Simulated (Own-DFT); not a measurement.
## Calculated data, WC (WC crystal, atoms displaced)

All values are calculated (Own-DFT development build). A calculation, not a measurement: plane-wave PBE density functional theory by an unreviewed code, no spin, of a simulated periodic cell, stress positive in tension, free energy of the whole cell less one offset for each atom, some atoms lie very close together; forces on such cells moved up to 12 meV/angstrom on a denser k mesh; offsets are fitted by least squares, one for each functional and potential file, so energies compare only between cells with the same atoms and settings and are not formation energies; the far tail of each file's local potential was reset to the Coulomb form; each entry is a single point on an unrelaxed cell, so the pressure reflects the starting lattice, taken from the Materials Project, from which strain is counted, and rises with the displacements; printed positions are rounded, which can move forces by about a meV/angstrom; the program is a retired in-house code; no spin-orbit coupling; before rounding, a Quantum ESPRESSO 7.3.1 run of the same cell and cutoff gave forces within 1 meV/angstrom rms on each cell, which checks the program and not the settings.

Entry: WC (WC crystal, atoms displaced)

```xyz
64
Lattice="5.8332 -5.0517 -2.8394 0.0000 -5.0517 8.5183 -5.8332 -5.0517 -2.8394" Properties=species:S:1:pos:R:3 WC
W     -1.5433   -12.5916     2.8256
C      0.0240   -11.7256     4.2842
W     -2.9840    -9.7570     3.0542
C     -1.4023    -9.3020     4.2195
W     -4.3003    -7.6971     0.2036
C     -3.0447    -6.7352     1.3408
W     -4.4841    -7.5141     2.5946
C     -2.7657    -6.5405     4.3411
W      1.5621   -12.6399     2.7681
C      2.7990   -11.7550     4.1018
W      0.1569   -10.5243    -2.5067
C      1.5801    -9.1094    -1.2484
W     -0.1274    -9.9936    -0.2747
C      1.6699    -9.1686     1.3303
W      0.0962    -9.9534     2.5782
C      1.5697    -9.4057     4.2190
W     -1.4551    -7.6157    -3.0973
C     -0.0160    -6.6669    -1.4042
W     -1.3958    -7.6142     0.0009
C     -0.0337    -6.6000     1.4308
W     -1.4143    -7.6999     2.8673
C      0.2301    -6.8819     4.2344
W     -1.4680    -7.4888     5.6079
C      0.3518    -6.8887     7.3542
W     -3.0276    -5.2165    -2.8209
C     -1.3920    -4.2399    -1.6183
W     -2.9059    -4.8703     0.1856
C     -1.6103    -4.1267     1.4909
W      2.7106   -10.0384     0.0413
C     -1.2825    -4.0730     4.1846
W      3.2221   -10.1337     2.8582
C      4.2543    -9.2555     4.1985
W      1.4320    -7.7254    -2.3565
C      2.6527    -6.4686    -1.4321
W      1.4605    -7.4646     0.0712
C      3.0665    -6.7221     1.0191
W      1.4408    -7.6610     2.9859
C      3.1271    -6.6161     4.2932
W      1.2147    -7.4293     5.6071
C     -2.8608   -11.9120     4.3723
W     -0.0556    -5.0080    -2.7905
C      1.3475    -4.4787    -1.5177
W      0.0014    -5.2010     0.0469
C      1.5387    -4.0393     1.5089
W     -0.0681    -5.0684     2.8688
C     -4.3533    -9.0387     1.5099
W     -0.1901    -4.9415     5.8073
C     -4.2116    -9.2659     4.3090
W     -1.2804    -2.6768    -0.0675
C     -0.0352    -1.6339     1.1504
W      4.2434    -7.6477     0.3641
C     -0.1261   -11.7736    -1.5746
W      4.1527    -7.5872     2.7024
C      0.1389   -11.5661     1.5002
W      3.1201    -9.9027     5.6955
C      4.2124    -4.5572    -1.4265
W      2.8398    -4.8346     0.1739
C     -1.5650    -9.0845    -1.4959
W      2.7386    -4.9268     2.7024
C     -1.3621    -9.3740     1.3972
W      1.2675    -2.3547     0.1794
C     -2.8586    -6.5873    -1.4235
W      0.1153    -0.1064    -0.0478
C      1.3931    -9.1360    -4.0262
```

| Property | Result |
| --- | --- |
| functional | PBE |
| potential files | PseudoDojo norm-conserving, scalar-relativistic, standard set |
| wave cutoff | 50 hartree |
| occupations | cold (Marzari-Vanderbilt) |
| smearing width | 0.2 eV |
| k mesh | 4 x 4 x 4 centred on Gamma |
| free energy of cell above offsets | 52.587 eV |
| pressure | 40.39 GPa |
| stress xx | -34.78 GPa |
| stress yy | -37.53 GPa |
| stress zz | -48.86 GPa |
| stress yz | 1.52 GPa |
| stress xz | -2.61 GPa |
| stress xy | 5.54 GPa |

Force:
| element | x (eV/Å) | y (eV/Å) | z (eV/Å) |
| --- | --- | --- | --- |
| W | 2.833 | 1.278 | -1.145 |
| C | 0.02 | -0.784 | -1.533 |
| W | 2.921 | -8.365 | -8.098 |
| C | 0.365 | 0.795 | 0.986 |
| W | -1.547 | 4.483 | -10.58 |
| C | 3.991 | 1.413 | 2.259 |
| W | -0.112 | 3.639 | 11.2 |
| C | -1.081 | -3.196 | -2.668 |
| W | -3.336 | 1.541 | 1.959 |
| C | 3.014 | -0.63 | 2.322 |
| W | 1.325 | 18.61 | -20.51 |
| C | -1.566 | -4.974 | 1.696 |
| W | 0.91 | -0.56 | 9.519 |
| C | -3.39 | 1.472 | 4.444 |
| W | 0.376 | -2.794 | 6.178 |
| C | -1.42 | 2.134 | 0.018 |
| W | 1.895 | 0.336 | 6.836 |
| C | -1.387 | -0.797 | 0.737 |
| W | -3.249 | 2.24 | 0.081 |
| C | -0.015 | -3.574 | 1.816 |
| W | -0.41 | 4.893 | -1.67 |
| C | -8.468 | 4.941 | -3.034 |
| W | 1.479 | -2.87 | 1.956 |
| C | -9.543 | 4.577 | -10.56 |
| W | 4.103 | 4.536 | 1.81 |
| C | -2.479 | 1.19 | 3.763 |
| W | -0.319 | -5.207 | -5.984 |
| C | 2.574 | -0.421 | 1.197 |
| W | 7.26 | -4.055 | -0.566 |
| C | -0.725 | -6.652 | 4.64 |
| W | -11.38 | 0.725 | -1.766 |
| C | 4.37 | 3.302 | 2.958 |
| W | -0.743 | 6.995 | -14.87 |
| C | 1.936 | -0.823 | 0.549 |
| W | -0.385 | 0.083 | 1.986 |
| C | -10.47 | 9.074 | 10.88 |
| W | 3.024 | 1.137 | -5.164 |
| C | -3.684 | 0.692 | -0.506 |
| W | 10.35 | -5.318 | 6.738 |
| C | -2.374 | 2.14 | -2.818 |
| W | 2.062 | -2.367 | -4.443 |
| C | 2.414 | 2.847 | 1.524 |
| W | -1.572 | 5.944 | -1.041 |
| C | -4.382 | -0.38 | -1.614 |
| W | 1.704 | -0.143 | -0.481 |
| C | -0.735 | -7.921 | 0.228 |
| W | 8.007 | -1.11 | -2.805 |
| C | -5.592 | 2.005 | 2.081 |
| W | -6.045 | 2.468 | 0.42 |
| C | -4.088 | 0.855 | 8.567 |
| W | 8.272 | -3.559 | -22.69 |
| C | -1.436 | -13.85 | 13.25 |
| W | 3.334 | 2.66 | 8.404 |
| C | -0.749 | -3.621 | -2.683 |
| W | -9.224 | -6.689 | -2.453 |
| C | 6.269 | 5.003 | 4.04 |
| W | -0.961 | -3.717 | -7.81 |
| C | 0.708 | -0.629 | 1.152 |
| W | 6.177 | -3.946 | 7.245 |
| C | -2.63 | 2.892 | -1.538 |
| W | 16.57 | -11.07 | 3.063 |
| C | -0.068 | -2.312 | 2.364 |
| W | -3.848 | 6.819 | 2.277 |
| C | 1.158 | -1.393 | -2.11 |
